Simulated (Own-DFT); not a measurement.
# Same atoms, different arrangement: C36Si36, 72 atoms

Everything here is calculated. The program is Own-DFT (plane waves, in-house, since retired, never reviewed by a person); positions were held fixed, and spin and spin-orbit coupling were off.

Method: PBE; PseudoDojo norm-conserving scalar-relativistic files; cutoff 42 hartree; 4 x 4 x 3 k mesh centred on Gamma; Fermi-Dirac smearing of 0.1 eV.

Caveats: forces on such cells passed a denser k mesh, each cell not checked; stress not checked against mesh or cutoff.

All cells hold the same atoms in the same cell, with vectors in Å (9.248, 0.000, 0.000); (-4.624, 8.009, 0.000); (0.000, 0.000, 10.068). Atoms are randomly off their ideal sites, by an rms of u per axis. E is the free energy of the whole cell, counted from the lowest run. The arrangements:

- A: 2H SiC
- B: 4H SiC

```
arrangement   u (Å)  E (eV)  P (GPa)
          A  0.0307   0.753     3.76
          A  0.0310   0.740     3.93
          A  0.0315   0.863     3.91
          A  0.0584   7.877     6.31
          A  0.0595   7.692     6.22
          A  0.0629   9.034     6.61
          B  0.0276   0.000     3.70
          B  0.0300   0.305     3.80
          B  0.0301   0.387     3.77
          B  0.0547   5.431     5.41
          B  0.0587   7.082     5.78
          B  0.0620   7.625     6.16
```

Q: what order do the arrangements take when the shaking is discounted?

## Answer

Fit E = a + b u², with one b for all and one a for each arrangement, and with residuals divided by u², since the noise grows with the moves. Then b = 2644 eV/Å², the scatter at u = 0.04 Å is 0.16 eV, and against A:

- B: -0.30 ± 0.07 eV (lower)

The cells share one lattice and weren't relaxed, which can shift such small differences either way.
